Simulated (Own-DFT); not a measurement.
## Calculated data, InGa₃P₄ (zincblende random alloy, strained, atoms displaced), Al₃GaAs₄ (zincblende random alloy, atoms displaced), Al₃GaN₄ (wurtzite random alloy, atoms displaced)

A calculation, not a measurement: plane-wave PBE density functional theory by an unreviewed code, no spin, of a simulated periodic cell, stress positive in tension, free energy of the whole cell less one offset for each atom, forces on such cells passed a denser k mesh, this cell's mesh not checked; offsets are fitted by least squares, one for each functional and potential file, so energies compare only between cells with the same atoms and settings and are not formation energies; the far tail of each file's local potential was reset to the Coulomb form; each entry is a single point on an unrelaxed cell, so the pressure reflects the starting lattice, mostly measured values, from which strain is counted, and rises with the displacements; printed positions are rounded, which can move forces by about a meV/angstrom; the program is a retired in-house code; no spin-orbit coupling; before rounding, a Quantum ESPRESSO 7.3.1 run of the same cell and cutoff gave forces within 1 meV/angstrom rms on each cell, which checks the program and not the settings. Program: Own-DFT development build.

Settings shared by all entries: functional PBE; potential files PseudoDojo norm-conserving, scalar-relativistic, standard set; wave cutoff 42 hartree; occupations Fermi-Dirac; smearing width 0.1 eV.

(1) 
```xyz
64
Lattice="11.3066 0.0000 0.0000 0.0000 11.3066 0.0000 0.0000 0.0000 10.9332" Properties=species:S:1:pos:R:3:force_x:R:1:force_y:R:1:force_z:R:1 formula=InGa3P4 k_mesh=3_x_3_x_3_centred_on_Gamma free_energy_of_cell_above_offsets=-30.777 pressure=2.41 stress_xx=-1.68 stress_yy=-1.85 stress_zz=-3.68 stress_yz=0.52 stress_xz=0.02 stress_xy=-0.01
Ga    11.2873     0.1223     0.0237      0.253     -0.331      0.011
Ga     0.0468     2.8834     2.7393     -0.012     -0.238      0.261
Ga     2.7732    11.2350     2.7600      0.979       0.35     -0.147
In     2.8228     2.8060    10.8812     -0.278      0.628      0.306
P      1.5371     1.4411     1.4369     -1.918     -0.922      0.707
P      1.4007     4.3064     4.1305      0.479     -0.773      0.018
P      4.3095     1.3788     4.0938     -0.677     -0.047     -0.024
P      4.2339     4.2314     1.3188      0.852      1.031      1.196
Ga     0.0056     0.0474     5.4731     -0.258      -0.57      0.104
Ga     0.0251     2.8653     8.0852      0.212     -0.417      0.899
Ga     2.8442     0.0377     8.1833     -0.251     -0.824       0.58
Ga     2.8879     2.7456     5.5246     -0.186      0.422      -0.63
P      1.4551     1.3070     6.8255     -0.325      1.086      0.018
P      1.4314     4.2414     9.5484       -1.3      1.226     -1.131
P      4.1691     1.4044     9.5609      0.927     -0.319     -1.897
P      4.3080     4.2234     6.8104      -0.65     -0.419      0.715
Ga    11.2435     5.6387     0.0617      0.703      0.064      -0.48
In    11.2052     8.5378     2.7477      0.692      0.218     -0.041
Ga     2.8071     5.6854     2.6927     -0.096     -0.773      0.054
Ga     2.8708     8.4055     0.0218     -0.702      1.016      0.465
P      1.3926     7.0608     1.4285       0.34     -0.305      -1.22
P      1.4198     9.9655     4.1405     -0.671      0.682     -0.118
P      4.1501     7.0109     4.0439      1.952     -0.495     -0.242
P      4.2993     9.9189     1.3615     -1.722     -1.663      1.458
Ga    11.2590     5.5803     5.5012      0.011      0.207     -0.181
In    11.1880     8.4171     8.2036      1.821      0.574      0.007
Ga     2.8225     5.6741     8.1036      0.278     -0.195      0.781
In     2.8504     8.4966     5.4705     -0.296     -0.272     -0.359
P      1.4063     7.0234     6.7791     -0.525     -1.035      0.322
P      1.4288     9.9039     9.5967      0.266      0.396      0.501
P      4.2463     7.0949     9.6856     -0.141     -0.306     -1.797
P      4.2026     9.8621     6.9008      1.068      1.321      0.367
In     5.6196     0.0617     0.0503      0.837      0.311     -0.375
Ga     5.6341     2.8191     2.7210      0.334      0.383       0.13
Ga     8.4550     0.0171     2.8114     -0.266      0.282      0.021
In     8.4372     2.8491     0.0744      1.149      1.472     -1.135
P      7.1377     1.5216     1.3564     -1.693     -1.953      2.851
P      7.1447     4.2388     4.1058     -0.816      0.383     -0.278
P      9.9238     1.4151     4.1595     -0.426      0.543     -0.292
P      9.8875     4.2743     1.3901      0.891      0.538      1.055
Ga     5.6309    11.2713     5.4783       0.05     -0.024      0.144
Ga     5.6350     2.7868     8.2660      0.244      0.262     -0.286
In     8.4288    11.3052     8.1771      0.429     -0.169      1.293
Ga     8.4171     2.9073     5.5326       0.07     -1.153     -0.453
P      7.0396     1.3801     6.8477     -1.247      1.429     -1.143
P      7.1006     4.2502     9.5553     -1.513      1.046     -0.658
P      9.8684     1.5363     9.5996      1.772     -0.873     -0.915
P      9.8302     4.1744     6.8380      0.255      1.022      0.218
Ga     5.6063     5.7276     0.0187      0.659     -0.878     -0.075
Ga     5.6768     8.3748     2.6679     -0.287      0.399      0.235
Ga     8.5438     5.7069     2.7576     -0.576     -0.234     -0.322
Ga     8.5376     8.5229    10.9076     -0.628     -0.296     -0.462
P      7.1136     7.0805     1.2682      0.216     -0.252      0.715
P      6.9979     9.8763     4.0967     -0.482      0.465     -0.693
P      9.8710     7.0536     4.1222      0.528     -1.687      0.207
P      9.7582     9.9484     1.3760      0.172      0.999     -0.865
Ga     5.6632     5.5927     5.5440      0.163      0.394     -1.116
Ga     5.6170     8.5337     8.2021     -0.181     -0.817      0.388
Ga     8.4135     5.7125     8.1722      0.063     -0.667      0.169
In     8.4631     8.4366     5.4696     -0.431      0.593      -0.04
P      7.0044     7.0745     6.8538     -0.937     -0.609      0.705
P      6.9512     9.8280     9.5729      1.044     -0.539      0.185
P      9.8710     6.9956     9.5337     -1.175     -0.834      1.647
P      9.8585     9.8757     6.8598      0.957      1.148     -1.359
```

Units: free_energy_of_cell_above_offsets in eV; pressure, stress_xx, stress_yy, stress_zz, stress_yz, stress_xz, stress_xy in GPa; force_x, force_y, force_z in eV/Å.

(2) 
```xyz
64
Lattice="11.3183 0.0000 0.0000 0.0000 11.3183 0.0000 0.0000 0.0000 11.3183" Properties=species:S:1:pos:R:3:force_x:R:1:force_y:R:1:force_z:R:1 formula=Al3GaAs4 k_mesh=3_x_3_x_3_centred_on_Gamma free_energy_of_cell_above_offsets=-14.565 pressure=4.06 stress_xx=-3.88 stress_yy=-4.1 stress_zz=-4.18 stress_yz=0.07 stress_xz=-0.42 stress_xy=-0.18
Al     0.0692    11.2678    11.2486     -0.823      0.096       0.58
Al     0.0786     2.7190     2.8110     -0.089      0.369      0.602
Al     2.8379     0.0690     2.9903     -0.238     -1.475     -1.254
Al     2.9283     2.6282     0.1126     -0.232      1.791     -0.851
As     1.4784     1.3114     1.3782     -0.529     -0.384      0.711
As     1.4066     4.2842     4.2387      0.712     -0.423     -0.139
As     4.2868     1.2820     4.3183      0.518      1.421      0.233
As     4.2202     4.2522     1.4443      0.875     -0.383     -0.368
Al    11.3001     0.0496     5.6713      0.666     -1.329     -0.303
Ga    11.2884     2.6525     8.4134      0.169      1.051      0.795
Al     2.9060    11.2862     8.5226     -1.755      0.422     -0.561
Al     2.8512     2.7349     5.7032      0.706       1.66     -0.996
As     1.3908     1.4754     6.9280      0.292     -1.657      1.558
As     1.5604     4.1790     9.7604     -1.676     -1.613      1.924
As     4.1664     1.4454     9.7968      1.472      0.031      0.721
As     4.3280     4.2326     7.0905     -0.597      0.027     -0.323
Al    11.2539     5.4016     0.0382      2.416      2.244     -2.245
Al    11.3072     8.3823     2.8972     -0.137      0.489     -1.008
Al     2.8634     5.7229     2.7622      0.018     -0.438      1.293
Al     2.9887     8.4802    11.2791     -1.434      0.686      0.966
As     1.4138     7.0081     1.4559     -0.394      0.701       -1.3
As     1.4299     9.7816     4.2329     -0.626      1.261     -0.059
As     4.3124     7.0343     4.3210     -0.833      1.394     -1.142
As     4.4032     9.9798     1.3875     -1.821     -0.377      0.571
Ga    11.2698     5.7325     5.6317      2.493     -1.563      1.715
Al     0.0053     8.4498     8.5562     -0.552      0.049     -1.323
Al     2.8063     5.6011     8.5013       0.89     -0.222     -1.002
Ga     2.7701     8.5844     5.7440      0.294     -1.549     -0.214
As     1.4712     7.0296     7.1938      -0.77       0.63      -1.06
As     1.3351     9.8991     9.8149      1.642     -0.047       0.57
As     4.0765     6.9823     9.8951      2.536      0.237     -0.235
As     4.1567     9.9780     7.0468      0.982     -0.854      0.571
Ga     5.6523     0.0799     0.0271     -0.421      0.031     -1.412
Al     5.6581     2.8645     2.9130     -0.089     -0.404      -0.37
Al     8.4239    11.3135     2.6930      1.538      0.388      0.799
Ga     8.4723     2.7721    11.2285     -0.389      0.755      0.939
As     7.0427     1.3379     1.3832       0.03      2.078      0.341
As     7.1727     4.1732     4.3122     -1.311      1.794     -1.403
As     9.9521     1.4039     4.3624     -1.056      0.311     -1.883
As    10.0487     4.1425     1.3518     -2.815     -1.208      1.949
Ga     5.6658    11.1884     5.7071      1.009      0.945      0.115
Al     5.7201     2.9074     8.5343     -0.715      -0.77     -0.588
Ga     8.4930     0.1213     8.4618      0.058     -1.735     -0.083
Al     8.4254     2.8477     5.6218       2.13     -0.368      1.062
As     7.1921     1.5355     7.1481     -1.617     -0.517     -0.607
As     7.0094     4.2692     9.8921      2.044      0.024     -0.345
As     9.8212     1.3531     9.9405       1.57       0.05     -0.268
As    10.0387     4.2577     7.0363      -1.34     -0.436       0.24
Al     5.8075     5.6200    11.2919     -2.051      0.614      0.688
Al     5.7231     8.6257     2.8339     -0.182     -0.986      0.572
Al     8.4122     5.7973     2.8213      1.258     -2.104      0.418
Al     8.3955     8.4554    11.2265      0.428      0.219      0.389
As     7.0782     7.0489     1.4399      -0.62      1.096     -0.577
As     7.1783    10.0095     4.1981     -0.065     -1.194       0.81
As    10.0028     6.9002     4.2841     -2.025      1.992     -1.581
As     9.8387     9.8962     1.3294      0.695     -0.618      0.409
Ga     5.6763     5.7300     5.6779     -0.476      -2.06     -0.751
Al     5.6861     8.4826     8.3468     -1.106       0.71      1.627
Al     8.6065     5.7008     8.4502      -0.85     -0.282     -0.417
Al     8.6275     8.4230     5.6175     -1.315     -0.112     -0.406
As     6.9159     7.0788     6.9760      3.059      0.535      0.815
As     7.0501     9.9910     9.9436      -0.23     -0.518     -1.232
As     9.9086     7.0921     9.9108      0.064     -0.646       0.68
As     9.8711     9.8953     6.9499      0.614      0.168      1.645
```

Units: free_energy_of_cell_above_offsets in eV; pressure, stress_xx, stress_yy, stress_zz, stress_yz, stress_xz, stress_xy in GPa; force_x, force_y, force_z in eV/Å.

(3) 
```xyz
72
Lattice="9.3938 0.0000 0.0000 -4.6969 8.1352 0.0000 0.0000 0.0000 10.0655" Properties=species:S:1:pos:R:3:force_x:R:1:force_y:R:1:force_z:R:1 formula=Al3GaN4 k_mesh=4_x_4_x_3_centred_on_Gamma free_energy_of_cell_above_offsets=-10.050 pressure=9.02 stress_xx=-9.58 stress_yy=-7.47 stress_zz=-10.02 stress_yz=-1.46 stress_xz=2.98 stress_xy=2.59
Al     0.0615     1.7901     0.0419      -0.47     -0.725      0.091
Al     1.5162     0.8075     2.5614       1.48      0.922     -2.779
N      0.0029     1.8301     2.0731      2.315      0.581     -2.519
N      1.5372     0.9399     4.3271      0.273     -0.492      2.517
Al     0.1049     1.9489     5.0313       -2.1     -2.544     -1.984
Al     1.4699     0.8796     7.4614       1.98     -0.234      1.165
N      0.0295     1.8987     6.7923     -0.635     -1.846      2.623
N      1.5630     0.8610     9.4602     -0.993      0.056     -0.639
Al    -1.5424     4.4225    10.0129     -1.463      1.585      1.564
Al     0.0652     3.6257     2.6678     -3.782     -0.961     -1.946
N     -1.7281     4.5425     1.9555      3.897      0.162     -1.282
N     -0.1368     3.6232     4.4281      3.362     -1.114     -0.111
Al    -1.4413     4.4901     5.0457     -4.774      1.747      0.855
Al    -0.0126     3.5579     7.5543      -0.12      1.206      0.156
N     -1.6006     4.4407     6.9134       1.31     -0.462      0.373
N     -0.0331     3.5151     9.4375      0.542      0.426      0.691
Al    -3.0468     7.2260     0.0715     -1.885     -0.484     -2.939
Al    -1.5130     6.3190     2.5196     -0.306     -0.991      0.467
N     -2.9708     7.1928     1.8199     -2.305      1.076      3.425
N     -1.4628     6.2570     4.5393      -1.75      0.993     -2.445
Al    -3.1041     7.2794     4.9222      0.588     -1.563       1.64
Al    -1.6791     6.1573     7.5803        2.2      1.906     -0.448
N     -3.0823     7.1356     6.9994     -0.348      2.802     -2.564
N     -1.6119     6.3107     9.4503      1.068     -1.429     -0.028
Ga     3.1658     1.7973     0.0720     -0.577      0.264     -2.041
Ga     4.7540     0.7617     2.5184       0.77       5.27      0.263
N      3.1352     1.7571     1.8806     -0.988      0.016      2.939
N      4.5379     0.9204     4.4159      4.053     -1.344      0.036
Al     3.1454     1.7338     5.0029     -2.023      2.286      0.928
Al     4.6330     0.8806     7.4932     -0.698     -1.143      0.746
N      3.1135     1.8222     6.8720     -0.928     -1.215        0.2
N      4.6701     0.9725     9.4273      1.942      -2.11     -0.695
Al     1.5330     4.4182     0.1250      1.194     -0.104     -1.083
Ga     3.2140     3.5478     2.6073      -0.54     -0.025     -0.304
N      1.4547     4.4752     2.0989       2.36      0.202      -2.54
N      3.0231     3.6681     4.5801      4.474      -2.71     -1.621
Ga     1.5323     4.4324     5.0465     -1.958       3.09      1.038
Al     3.1461     3.5224     7.5293      0.059       1.94      0.133
N      1.4536     4.5188     6.9555      1.618     -1.112      0.602
N      3.1936     3.6042     9.4070     -1.794     -0.168      0.848
Al     0.0150     7.1322    10.0184     -0.613      1.608     -0.069
Al     1.6737     6.2058     2.5156     -0.973      2.759      0.493
N     -0.1198     7.3251     1.8743      1.743     -5.848     -1.351
N      1.7100     6.3497     4.4689     -2.049     -0.289     -1.575
Al     0.0420     7.2143     4.9062      0.595      0.315      2.078
Ga     1.6870     6.3157     7.5053     -2.256      0.378      0.905
N     -0.1492     7.1941     6.8495      1.475      0.175      0.896
N      1.5292     6.1634     9.5971     -0.172      1.271     -1.046
Al     6.3074     1.8624     9.9475     -1.688     -0.135      1.226
Al     7.9135     0.9856     2.3934     -3.251     -1.382      2.188
N      6.3585     1.8032     1.8476     -1.006      1.186      -0.28
N      7.7692     0.9968     4.3862      2.181     -0.418     -0.361
Al     6.3081     1.7906     5.0534      -2.05      1.021      -0.35
Al     7.8037     0.8833     7.5320     -0.022      1.698     -0.266
N      6.1716     1.7669     7.0073      1.722       0.79     -1.131
N      7.8109     0.9301     9.4155      1.147      1.298     -0.516
Al     4.8016     4.3354    10.0102     -8.624       5.93      2.815
Al     6.2385     3.7182     2.5921     -0.923     -2.068     -2.559
N      4.6717     4.5576     1.8616      0.271      -0.67      0.399
N      6.2018     3.6963     4.3413      0.861     -1.129      3.425
Al     4.7251     4.5585     5.0347     -0.745     -0.573      1.258
Al     6.2748     3.6545     7.4666     -0.859     -1.558      1.347
N      4.8001     4.5547     7.0170     -2.508     -0.398     -2.303
N      6.1459     3.7449     9.4566      9.192     -4.842     -3.584
Ga     3.1504     7.3194     0.0493     -0.849     -1.821     -3.701
Ga     4.6150     6.3738     2.5574       1.03     -0.494     -2.686
N      3.0760     7.2779     1.7771      0.116      0.272      5.662
N      4.6513     6.3209     4.3939      2.833     -0.031      1.013
Ga     3.2554     7.2808     5.0692     -1.909      1.569     -2.355
Ga     4.6848     6.4488     7.5142      0.642     -2.561      2.138
N      3.2382     7.3375     6.8542     -1.882      0.166      2.247
N      4.4575     6.2334     9.4108      3.522      0.026      0.707
```

Units: free_energy_of_cell_above_offsets in eV; pressure, stress_xx, stress_yy, stress_zz, stress_yz, stress_xz, stress_xy in GPa; force_x, force_y, force_z in eV/Å.
